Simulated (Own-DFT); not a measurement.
Simulation results for GaN (wurtzite, strained, atoms displaced)

A calculation, not a measurement: plane-wave PBE density functional theory by an unreviewed code, no spin, of a simulated periodic cell, stress positive in tension, free energy of the whole cell less one offset for each atom, forces on such cells passed a denser k mesh, this cell's mesh not checked; offsets are fitted by least squares, one for each functional and potential file, so energies compare only between cells with the same atoms and settings and are not formation energies; the far tail of each file's local potential was reset to the Coulomb form; each entry is a single point on an unrelaxed cell, so the pressure reflects the starting lattice, mostly measured values (interpolated for alloys), from which strain is counted, and rises with the displacements; printed positions are rounded, which can move forces by about a meV/angstrom; the program, named Own-DFT, is a retired in-house code; no spin-orbit coupling. Program: Own-DFT development build.

Common to all runs: functional PBE; potential files PseudoDojo norm-conserving, scalar-relativistic, standard set with the stringent files for Ga; wave cutoff 96 hartree; occupations Gaussian; smearing width 0.01 eV; k mesh 3 x 4 x 3 centred on Gamma.

(1) GaN (wurtzite, strained, atoms displaced)

```
CELL_PARAMETERS angstrom
12.75600 0.00000 0.00000
-4.78350 8.28530 0.00000
0.00000 0.00000 10.47370
ATOMIC_POSITIONS crystal
Ga 0.08960 0.22334 0.99631
Ga 0.16894 0.11039 0.24893
N 0.08170 0.22679 0.19375
N 0.16692 0.11357 0.43990
Ga 0.08338 0.23519 0.50593
Ga 0.16725 0.10665 0.75369
N 0.08498 0.22605 0.68860
N 0.16782 0.10432 0.94339
Ga 0.08036 0.56053 0.99961
Ga 0.16016 0.44230 0.24387
N 0.07911 0.55676 0.18798
N 0.16005 0.44917 0.43522
Ga 0.08369 0.55566 0.50393
Ga 0.16784 0.43380 0.75297
N 0.08372 0.54965 0.68928
N 0.16652 0.44849 0.93703
Ga 0.07706 0.88326 0.00439
Ga 0.16322 0.77793 0.25259
N 0.08038 0.88795 0.19211
N 0.16608 0.77835 0.43494
Ga 0.07907 0.89426 0.50286
Ga 0.16166 0.77566 0.74634
N 0.07753 0.88573 0.69258
N 0.16599 0.77320 0.93786
Ga 0.33787 0.22075 0.00109
Ga 0.41615 0.11384 0.24991
N 0.33417 0.22608 0.19377
N 0.42048 0.12802 0.44513
Ga 0.32297 0.21554 0.49669
Ga 0.41826 0.11344 0.75732
N 0.33481 0.22799 0.69303
N 0.41791 0.11728 0.94258
Ga 0.33151 0.55111 0.99842
Ga 0.41179 0.44865 0.24774
N 0.33564 0.56009 0.19355
N 0.41947 0.45173 0.43907
Ga 0.33066 0.55089 0.49226
Ga 0.42605 0.44188 0.75103
N 0.33382 0.55423 0.69245
N 0.42157 0.44277 0.92783
Ga 0.32687 0.87520 0.00519
Ga 0.41516 0.76686 0.24617
N 0.33718 0.88329 0.18284
N 0.41986 0.78152 0.43899
Ga 0.33023 0.89501 0.50721
Ga 0.41110 0.77782 0.75164
N 0.33528 0.88511 0.68566
N 0.41427 0.78975 0.93634
Ga 0.58005 0.22863 0.00290
Ga 0.66803 0.10810 0.24713
N 0.58648 0.22907 0.18916
N 0.66817 0.11456 0.44079
Ga 0.57935 0.22546 0.49471
Ga 0.66514 0.11240 0.74730
N 0.58787 0.22435 0.68864
N 0.67253 0.11370 0.93852
Ga 0.58367 0.54793 0.00086
Ga 0.66230 0.44021 0.24119
N 0.58379 0.56230 0.18793
N 0.66384 0.44153 0.43716
Ga 0.57829 0.55929 0.49919
Ga 0.66394 0.43168 0.75180
N 0.58272 0.56195 0.69266
N 0.66825 0.44470 0.94462
Ga 0.57685 0.88107 0.99658
Ga 0.66592 0.77744 0.24779
N 0.58804 0.90057 0.18800
N 0.66903 0.77638 0.44141
Ga 0.58429 0.89247 0.50395
Ga 0.66218 0.77596 0.75228
N 0.58168 0.89532 0.69070
N 0.66320 0.77104 0.93641
Ga 0.82989 0.22035 0.00680
Ga 0.91510 0.12345 0.25885
N 0.83611 0.22341 0.18584
N 0.91789 0.11168 0.42763
Ga 0.83855 0.22881 0.50396
Ga 0.91580 0.11413 0.75377
N 0.82763 0.21735 0.68492
N 0.92363 0.10525 0.93842
Ga 0.83872 0.56288 0.99299
Ga 0.91808 0.44352 0.25045
N 0.83635 0.55553 0.18458
N 0.91931 0.44539 0.43382
Ga 0.83562 0.56008 0.50852
Ga 0.91143 0.44266 0.76541
N 0.83253 0.55699 0.68898
N 0.92233 0.44727 0.94124
Ga 0.83323 0.88699 0.00506
Ga 0.91342 0.77302 0.25415
N 0.83110 0.88003 0.18750
N 0.91016 0.78155 0.43897
Ga 0.82938 0.88192 0.51099
Ga 0.91971 0.76896 0.75322
N 0.82694 0.88617 0.69275
N 0.91714 0.77497 0.93146
```

* free energy of cell above offsets: -5.652 eV
* pressure: 5.04 GPa
* stress xx: -5.04 GPa
* stress yy: -6.3 GPa
* stress zz: -3.78 GPa
* stress yz: -0.74 GPa
* stress xz: -0.49 GPa
* stress xy: -0.64 GPa

Force:
```
element  x (eV/Å)  y (eV/Å)  z (eV/Å)
     Ga    -0.758    -0.029       1.1
     Ga    -1.377     0.242     0.382
      N     0.905     -1.01    -1.236
      N    -1.543    -0.332    -0.387
     Ga     0.141    -1.194    -1.253
     Ga    -0.212     0.693     0.073
      N     0.024    -1.751     0.177
      N     0.121     0.421    -0.339
     Ga     1.473    -0.466     0.644
     Ga     0.251      0.87      0.86
      N     0.795     0.412    -0.536
      N     1.636    -0.299    -0.388
     Ga    -0.832     0.586    -0.015
     Ga    -0.186     2.187    -0.208
      N    -0.821     0.125       0.5
      N     0.266    -0.477     0.752
     Ga      0.87      0.21     -0.08
     Ga     0.891     0.014    -0.423
      N     0.169     0.145    -0.364
      N    -0.558     0.568     1.212
     Ga     0.291    -0.702    -0.531
     Ga     1.231    -0.493      0.45
      N     1.061     0.729    -0.994
      N    -0.914     0.978    -0.408
     Ga    -1.416      0.59     0.297
     Ga     0.814    -0.597     0.477
      N     0.085    -0.106    -0.974
      N    -0.906    -2.364    -1.352
     Ga     1.465     2.078      1.32
     Ga     0.019    -0.283    -0.952
      N     0.124     -1.71    -0.851
      N     0.687    -1.525    -0.343
     Ga      0.48     0.597     -0.44
     Ga     1.856    -0.303     1.006
      N    -1.134    -1.906    -2.006
      N    -0.921     -1.58    -0.821
     Ga    -0.605     1.219     1.466
     Ga    -2.214     0.709     -1.04
      N     0.284    -0.241    -0.627
      N    -0.963    -0.094     2.851
     Ga    -0.883     1.804    -0.558
     Ga     0.141     3.198     1.677
      N    -1.305     0.663     1.719
      N    -0.872    -0.213    -0.355
     Ga     1.079    -0.194    -1.784
     Ga     1.406    -0.805    -0.475
      N    -1.985     1.231      1.08
      N     1.473    -2.005    -0.012
     Ga     1.745    -1.202      0.06
     Ga    -0.514     1.523     1.298
      N    -0.313    -1.824    -0.364
      N     0.021      0.08    -0.557
     Ga     1.854     0.292     0.833
     Ga     0.498    -0.415      0.89
      N    -1.389    -0.825    -0.421
      N    -1.433    -0.304    -0.143
     Ga    -0.806     1.327     0.014
     Ga     0.651     1.956     1.686
      N    -0.433    -1.328    -0.333
      N     0.148     1.348    -0.112
     Ga     1.637    -0.328     0.587
     Ga    -0.778     2.266     0.166
      N     1.772    -0.961     -1.13
      N     0.678     0.088     -1.23
     Ga     0.885     1.185     0.305
     Ga     0.105     0.816     0.797
      N    -0.112    -2.487    -0.792
      N    -0.958     0.588    -0.611
     Ga     0.173    -0.101    -0.371
     Ga    -0.176     0.755      0.04
      N     0.066    -1.051     0.092
      N     0.068     0.378     0.788
     Ga     1.289    -0.118    -1.139
     Ga     1.414    -1.725    -2.717
      N    -0.921      0.28     0.504
      N    -0.079    -0.091     4.304
     Ga    -0.529    -0.665    -1.011
     Ga    -0.008    -0.749    -0.256
      N     0.926     1.149     1.163
      N    -1.203     0.715     0.271
     Ga    -0.317    -1.096     1.638
     Ga    -1.026     0.175     -0.01
      N    -0.434     -0.18    -0.107
      N    -0.563     0.521      0.98
     Ga    -0.426    -0.919    -1.963
     Ga     1.074    -0.426    -2.868
      N     0.306    -0.992      0.92
      N    -1.341    -0.961     0.536
     Ga    -0.396    -0.176    -0.722
     Ga    -0.343     0.029    -0.163
      N    -0.141     1.225     0.323
      N     1.661    -0.562     0.507
     Ga    -0.661     1.241    -0.868
     Ga    -2.375     0.998    -0.572
      N     1.317     0.376     0.286
      N    -0.247     0.582     1.181
```

(2) GaN (wurtzite, strained, atoms displaced)

```
CELL_PARAMETERS angstrom
12.75600 0.00000 0.00000
-4.78350 8.28530 0.00000
0.00000 0.00000 10.47370
ATOMIC_POSITIONS crystal
Ga 0.08280 0.20635 0.00611
Ga 0.16568 0.10657 0.25434
N 0.08183 0.21949 0.18418
N 0.17222 0.11306 0.44011
Ga 0.08971 0.23139 0.50559
Ga 0.16698 0.10871 0.74150
N 0.07784 0.21630 0.68796
N 0.16605 0.11722 0.93433
Ga 0.08117 0.55264 0.00247
Ga 0.16435 0.44637 0.24685
N 0.08031 0.54693 0.18407
N 0.16625 0.43765 0.43869
Ga 0.08784 0.55168 0.51143
Ga 0.15955 0.44312 0.73914
N 0.08939 0.55702 0.69730
N 0.16758 0.44134 0.94176
Ga 0.08044 0.89090 0.99703
Ga 0.17008 0.78861 0.24949
N 0.09430 0.88932 0.18819
N 0.17003 0.77172 0.44771
Ga 0.08411 0.89334 0.49322
Ga 0.16523 0.79000 0.75056
N 0.08511 0.89907 0.69382
N 0.16744 0.77586 0.93709
Ga 0.32725 0.22284 0.00419
Ga 0.41838 0.11605 0.24709
N 0.33290 0.21520 0.18354
N 0.41777 0.11302 0.43096
Ga 0.33109 0.22302 0.50223
Ga 0.41034 0.10709 0.74980
N 0.33041 0.21963 0.68725
N 0.41444 0.10380 0.93536
Ga 0.33836 0.56349 0.99526
Ga 0.42328 0.45306 0.25109
N 0.33566 0.56068 0.19221
N 0.41936 0.44482 0.43424
Ga 0.33295 0.55594 0.50373
Ga 0.41383 0.44519 0.74908
N 0.33253 0.55451 0.69409
N 0.41770 0.44251 0.93715
Ga 0.33430 0.89455 0.01152
Ga 0.41203 0.76837 0.24337
N 0.34031 0.89724 0.18046
N 0.41705 0.77501 0.43241
Ga 0.33638 0.90235 0.49906
Ga 0.41210 0.77443 0.74425
N 0.32906 0.88463 0.68971
N 0.41935 0.77528 0.93451
Ga 0.59014 0.21827 0.00501
Ga 0.66709 0.11279 0.24397
N 0.58668 0.23400 0.18363
N 0.66525 0.11380 0.44153
Ga 0.58424 0.21993 0.49794
Ga 0.66330 0.10311 0.74780
N 0.59012 0.22687 0.69079
N 0.66163 0.10423 0.94597
Ga 0.57598 0.55239 0.99136
Ga 0.67642 0.45019 0.24956
N 0.58210 0.55547 0.18969
N 0.65997 0.43120 0.43688
Ga 0.58768 0.56762 0.50395
Ga 0.67047 0.44447 0.74830
N 0.58961 0.54958 0.69284
N 0.66370 0.45038 0.92995
Ga 0.58056 0.89172 0.00000
Ga 0.66726 0.77839 0.25432
N 0.58637 0.89216 0.18876
N 0.65478 0.77145 0.43713
Ga 0.58908 0.89419 0.50317
Ga 0.66374 0.77423 0.74573
N 0.58649 0.89822 0.68555
N 0.66431 0.78202 0.94078
Ga 0.82967 0.21996 0.99324
Ga 0.91781 0.10462 0.25379
N 0.83132 0.22196 0.18717
N 0.91412 0.11666 0.44338
Ga 0.83841 0.23187 0.50000
Ga 0.91653 0.10794 0.74675
N 0.82919 0.21755 0.69671
N 0.92391 0.11886 0.93217
Ga 0.83685 0.55904 0.00943
Ga 0.91918 0.45100 0.25236
N 0.82846 0.54842 0.19233
N 0.91727 0.44599 0.44230
Ga 0.83417 0.56006 0.49308
Ga 0.92126 0.43518 0.74931
N 0.82545 0.55106 0.68779
N 0.90937 0.43310 0.93976
Ga 0.82998 0.89017 0.98559
Ga 0.91322 0.77318 0.24935
N 0.82534 0.88381 0.20203
N 0.91718 0.77294 0.43639
Ga 0.83847 0.89486 0.50149
Ga 0.91707 0.77408 0.74503
N 0.83176 0.89024 0.68739
N 0.91347 0.77207 0.93841
```

* free energy of cell above offsets: -4.266 eV
* pressure: 5.44 GPa
* stress xx: -5.67 GPa
* stress yy: -7.8 GPa
* stress zz: -2.84 GPa
* stress yz: 0.6 GPa
* stress xz: 0.13 GPa
* stress xy: 0.19 GPa

Force:
```
element  x (eV/Å)  y (eV/Å)  z (eV/Å)
     Ga    -1.605      2.56    -1.145
     Ga     0.261      1.16    -0.719
      N     0.494    -0.408      1.87
      N    -1.518    -0.314    -0.299
     Ga    -0.565    -1.887    -0.656
     Ga    -0.799     1.927     1.798
      N     0.897     0.832    -0.418
      N     1.275     -1.61    -0.595
     Ga     0.557     -0.44    -1.279
     Ga     1.038    -0.544     0.144
      N    -0.528     1.756     1.097
      N    -0.268     1.245    -0.232
     Ga    -0.764     0.362    -1.199
     Ga     2.864    -1.266     3.305
      N    -2.559     1.274    -1.305
      N    -0.219    -0.175    -0.547
     Ga       1.1    -0.139    -0.166
     Ga     2.501    -2.189     0.975
      N    -3.455     0.337     -0.59
      N    -1.213     0.663    -1.219
     Ga     0.813    -0.994     0.998
     Ga     1.219    -1.163     0.764
      N    -0.462    -2.094    -1.867
      N    -0.781     0.295      0.45
     Ga     1.486    -0.259    -1.139
     Ga     0.843     0.257     -0.15
      N    -1.206     1.099     1.154
      N     -0.49     0.438     0.788
     Ga     1.737     0.947    -0.621
     Ga     1.651      0.58     0.581
      N     0.179     0.612    -0.234
      N    -0.273      1.13     0.517
     Ga    -0.705     -1.48     0.475
     Ga    -0.531    -1.142    -0.204
      N    -0.286    -2.247    -1.368
      N    -0.541    -0.101     1.422
     Ga     0.774     0.458    -0.915
     Ga     1.248    -0.441     0.422
      N    -0.373    -0.366    -1.316
      N    -1.492    -0.444    -0.445
     Ga     0.129    -0.736    -4.056
     Ga      0.66      2.69     1.333
      N    -0.364    -0.918     3.396
      N    -0.501     0.602     1.054
     Ga     1.229    -1.582     0.074
     Ga     0.417     0.939     1.024
      N    -0.009     0.624    -0.868
      N    -0.913     0.964    -0.143
     Ga     -2.53     1.486    -1.481
     Ga    -0.299     0.035     1.018
      N     0.287    -1.012     0.993
      N     1.355    -0.201    -0.918
     Ga    -0.562    -0.138     1.077
     Ga     -0.69       1.9     1.306
      N    -1.248    -1.372    -0.649
      N     1.047     0.636    -1.876
     Ga     1.743     0.727     1.413
     Ga    -3.636    -1.395     0.924
      N     1.063     0.473    -0.813
      N     0.299     2.671    -0.221
     Ga     0.334    -2.742    -0.015
     Ga    -0.292    -1.146     0.969
      N    -2.647      1.03    -1.053
      N     1.376    -0.609     1.878
     Ga     0.465    -1.083     0.762
     Ga    -1.679    -0.881    -0.546
      N    -0.638    -0.608     -0.15
      N     2.112     1.625      0.45
     Ga    -1.533     0.011    -1.083
     Ga     -0.09     0.174     0.856
      N    -0.125    -2.709     0.153
      N     0.061    -0.443     -1.11
     Ga     0.795    -0.834     1.311
     Ga    -1.243     0.977    -0.257
      N     0.969     0.365     0.066
      N     1.641    -0.385    -0.422
     Ga    -1.418     -1.18     0.669
     Ga    -0.625     0.152     0.509
      N     0.903     0.109    -1.287
      N    -0.768    -1.227     0.567
     Ga    -1.003    -1.324    -1.941
     Ga      0.59    -1.622     0.065
      N     2.183     2.095    -0.615
      N     0.697     1.024    -0.338
     Ga    -0.602    -1.903     1.571
     Ga    -1.913     0.955     0.755
      N     3.068     1.247     -1.11
      N     0.205     2.026    -0.383
     Ga     0.229     0.181     1.277
     Ga     0.221     0.739    -0.315
      N     2.353     0.603     -1.82
      N    -0.369     1.553    -0.101
     Ga    -0.946    -0.551    -0.426
     Ga    -0.716    -0.424     0.524
      N     0.542    -0.687     -0.08
      N     0.082     0.871    -0.046
```

(3) GaN (wurtzite, strained, atoms displaced)

```
CELL_PARAMETERS angstrom
12.75600 0.00000 0.00000
-4.78350 8.28530 0.00000
0.00000 0.00000 10.47370
ATOMIC_POSITIONS crystal
Ga 0.07046 0.20615 0.99100
Ga 0.16138 0.11283 0.24994
N 0.08763 0.22668 0.19171
N 0.17037 0.11749 0.43756
Ga 0.07973 0.22134 0.50482
Ga 0.16464 0.11454 0.75065
N 0.08035 0.21508 0.68722
N 0.17137 0.11887 0.93946
Ga 0.08491 0.55211 0.99120
Ga 0.17762 0.45495 0.25023
N 0.07597 0.55268 0.19515
N 0.16818 0.44883 0.44127
Ga 0.07990 0.55802 0.49758
Ga 0.16422 0.44299 0.74587
N 0.09696 0.56534 0.68334
N 0.16494 0.44945 0.94269
Ga 0.07871 0.88837 0.99425
Ga 0.16446 0.77683 0.24971
N 0.07663 0.89020 0.19306
N 0.17044 0.78620 0.44169
Ga 0.09151 0.90356 0.49963
Ga 0.16223 0.78041 0.74334
N 0.08958 0.89491 0.68226
N 0.16723 0.76935 0.92637
Ga 0.33120 0.22445 0.99969
Ga 0.41441 0.10810 0.24601
N 0.33730 0.22612 0.18131
N 0.42256 0.11633 0.42574
Ga 0.33998 0.21984 0.49521
Ga 0.40343 0.10755 0.75664
N 0.33646 0.22455 0.69169
N 0.41614 0.12540 0.93663
Ga 0.33555 0.56095 0.99468
Ga 0.41109 0.43463 0.24754
N 0.33186 0.55749 0.18398
N 0.42685 0.44496 0.43896
Ga 0.33753 0.54971 0.50427
Ga 0.41397 0.43651 0.74498
N 0.33227 0.55127 0.69262
N 0.42345 0.45309 0.94273
Ga 0.33420 0.88883 0.99209
Ga 0.41592 0.77484 0.26162
N 0.33209 0.89569 0.18518
N 0.40904 0.77173 0.43269
Ga 0.33650 0.88073 0.50927
Ga 0.41497 0.78788 0.75659
N 0.32902 0.88755 0.69691
N 0.41496 0.77365 0.94061
Ga 0.58969 0.22422 0.99145
Ga 0.66488 0.10467 0.24370
N 0.58816 0.21895 0.19053
N 0.66540 0.11163 0.43136
Ga 0.58669 0.22324 0.50063
Ga 0.66983 0.11471 0.74633
N 0.57787 0.21433 0.68055
N 0.66102 0.11040 0.93762
Ga 0.58816 0.55314 0.99694
Ga 0.66859 0.44639 0.24569
N 0.58561 0.55799 0.19055
N 0.66433 0.44382 0.43613
Ga 0.57834 0.54746 0.50214
Ga 0.66977 0.44960 0.74790
N 0.57667 0.55614 0.69189
N 0.67431 0.44700 0.93811
Ga 0.58442 0.89556 0.99743
Ga 0.66668 0.78317 0.24990
N 0.57687 0.88460 0.19104
N 0.66721 0.77213 0.43872
Ga 0.58617 0.89145 0.50034
Ga 0.66584 0.77881 0.75567
N 0.58584 0.88609 0.69176
N 0.66273 0.76890 0.94442
Ga 0.83838 0.23130 0.99586
Ga 0.91861 0.12039 0.24815
N 0.83396 0.22676 0.19546
N 0.91946 0.12093 0.43980
Ga 0.83642 0.23397 0.49883
Ga 0.91735 0.10679 0.74824
N 0.83635 0.22860 0.67561
N 0.92320 0.11796 0.93944
Ga 0.83251 0.56472 0.99310
Ga 0.91610 0.44313 0.25653
N 0.83974 0.56565 0.18333
N 0.91761 0.44630 0.44200
Ga 0.83426 0.55687 0.50556
Ga 0.91132 0.44487 0.75968
N 0.82946 0.55437 0.68599
N 0.91222 0.44290 0.94941
Ga 0.83353 0.90935 0.00432
Ga 0.91453 0.78511 0.25061
N 0.83048 0.89281 0.17744
N 0.91445 0.78030 0.43606
Ga 0.82850 0.88787 0.49915
Ga 0.91405 0.77781 0.74341
N 0.83402 0.88114 0.70002
N 0.92204 0.77374 0.93851
```

- free energy of cell above offsets: -4.201 eV
- pressure: 5.4 GPa
- stress xx: -7 GPa
- stress yy: -6.42 GPa
- stress zz: -2.79 GPa
- stress yz: 0.16 GPa
- stress xz: -0.52 GPa
- stress xy: 0.17 GPa

Force:
```
element  x (eV/Å)  y (eV/Å)  z (eV/Å)
     Ga     4.479     4.034     2.873
     Ga     1.428    -0.218    -0.051
      N     -1.24     0.207    -1.214
      N    -0.137     0.732     0.147
     Ga      0.84     0.787    -1.325
     Ga     1.192    -0.277     0.055
      N    -0.369     0.789     0.583
      N    -1.151    -1.263    -0.844
     Ga    -1.468     1.035     2.083
     Ga     -2.17    -1.057     0.404
      N      1.68     0.491    -1.089
      N     0.432    -0.395    -0.048
     Ga      1.34      0.68     0.144
     Ga     0.551     0.171     0.831
      N    -2.382    -1.147     0.296
      N     1.616    -2.096    -1.479
     Ga     2.051     0.228     1.291
     Ga    -0.205     0.422     0.063
      N     1.157     0.406    -1.136
      N      0.03    -0.438    -0.213
     Ga    -0.453    -1.254    -0.823
     Ga     0.604    -0.704     0.568
      N    -1.641      0.06      0.68
      N    -0.915     1.221     1.194
     Ga     0.292     1.435     0.346
     Ga     0.586     0.874    -0.567
      N    -0.848    -1.164     0.921
      N     0.006     -1.11      2.15
     Ga    -0.477    -0.056     0.348
     Ga     2.154     0.331    -0.664
      N    -1.474    -0.965    -1.542
      N     1.556    -1.452     0.323
     Ga     0.198    -1.483      0.84
     Ga     0.707      1.78    -0.074
      N     1.386     0.546     0.245
      N    -2.859    -0.988    -0.814
     Ga    -0.809    -0.021    -0.143
     Ga    -0.395     1.479     1.888
      N    -0.016     0.737    -0.314
      N    -0.678    -0.962    -1.045
     Ga    -0.785     0.479      1.23
     Ga    -0.907      0.28    -3.355
      N     0.409     -1.64    -0.523
      N      1.61    -0.036     3.096
     Ga    -1.354     1.321    -0.958
     Ga     1.333    -1.501    -0.471
      N     0.542     0.687    -1.098
      N     0.236     1.815    -0.595
     Ga    -2.205     0.607     1.954
     Ga    -0.037     0.521      0.84
      N    -1.156     0.611    -1.522
      N     0.826    -0.234      0.87
     Ga     -0.54    -0.044    -1.318
     Ga    -0.539    -0.252    -0.404
      N    -0.019     0.636      1.84
      N     2.555     0.008    -1.098
     Ga    -0.693    -0.406     1.455
     Ga     0.421    -0.048     0.312
      N    -0.431    -0.178    -0.506
      N     1.019     0.306     0.494
     Ga     2.056     1.375     0.423
     Ga    -1.568    -1.288    -0.021
      N     1.683     0.195     -0.45
      N    -1.109    -0.592    -1.179
     Ga     0.018    -1.772     0.992
     Ga     0.153    -0.985    -0.218
      N     0.573     0.127    -0.825
      N    -0.993     0.487     0.041
     Ga     -0.11    -0.217    -0.199
     Ga     0.127    -0.896     0.247
      N     -1.04     0.693    -0.446
      N     0.209     2.459     -0.78
     Ga    -0.827    -1.424     1.809
     Ga     0.696    -0.374     0.599
      N    -0.021    -0.612    -1.666
      N     -0.43    -1.286    -0.168
     Ga    -0.288     -1.67    -1.286
     Ga    -0.877     0.309    -0.431
      N     0.266    -0.442      3.15
      N    -4.101    -1.153    -2.181
     Ga     1.127    -0.477     2.338
     Ga    -0.994     0.958    -0.741
      N    -0.538    -0.755     0.514
      N    -0.776     0.823     -0.36
     Ga    -0.743     0.133    -1.891
     Ga     1.248     0.253    -1.079
      N     1.068     0.382     0.797
      N     0.425     1.064    -2.064
     Ga      0.45    -3.035    -1.477
     Ga    -0.071    -0.867    -0.301
      N     0.065     0.709     2.543
      N     0.428     0.306     0.959
     Ga     0.813     0.611     0.262
     Ga     2.325    -0.397     1.355
      N    -2.073     1.449    -1.667
      N    -2.053     1.581    -1.727
```
